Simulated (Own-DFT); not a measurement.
# Same atoms, different arrangement: C34N2Si36, 72 atoms

All numbers below are calculated, not measured. They come from Own-DFT, an in-house plane-wave density functional program, since retired, whose code no person has reviewed. Each row is one single-point run on a periodic cell that was not relaxed, without spin or spin-orbit coupling.

Settings of every run: PBE; PseudoDojo norm-conserving scalar-relativistic files; cutoff 42 hartree; 4 x 4 x 3 k mesh centred on Gamma; Fermi-Dirac smearing of 0.1 eV.

Known limits: not probed for a lower state with spin; forces on such cells passed a denser k mesh, each cell not checked; stress not checked against mesh or cutoff.

All cells hold the same atoms in the same cell, with vectors in Å (9.248, 0.000, 0.000); (-4.624, 8.009, 0.000); (0.000, 0.000, 10.068). Every atom was moved at random from its ideal site; u is the rms move along one axis. The defect's site can differ from row to row. E is the free energy of the cell above the lowest run. The arrangements:

- A: 4H SiC, with two N on a C site each, 3.1 Å apart
- B: 2H SiC, with two N on a C site each, 3.1 Å apart

| arrangement | u (Å) | E (eV) | P (GPa) |
|---|---|---|---|
| A | 0.0272 | 0.000 | 2.64 |
| A | 0.0313 | 0.228 | 2.67 |
| A | 0.0322 | 0.865 | 2.92 |
| A | 0.0437 | 2.845 | 3.61 |
| A | 0.0506 | 4.082 | 3.94 |
| A | 0.0507 | 4.383 | 4.27 |
| B | 0.0291 | 1.114 | 2.92 |
| B | 0.0317 | 1.451 | 3.15 |
| B | 0.0319 | 1.587 | 3.02 |
| B | 0.0457 | 4.286 | 4.04 |
| B | 0.0470 | 4.420 | 4.18 |
| B | 0.0516 | 6.240 | 4.80 |

Question: once the cost of the random moves is taken out, how do the arrangements rank?

## Worked answer

Fit E = a + b u², with one b for all and one a for each arrangement, and with residuals divided by u², since the noise grows with the moves. Then b = 2489 eV/Å², the scatter at u = 0.04 Å is 0.25 eV, and against A:

- B: 0.95 ± 0.11 eV (higher)

These are energies of unrelaxed cells. Relaxing the atoms lowers the strained arrangements most, so the gaps would shrink and small ones could change sign.
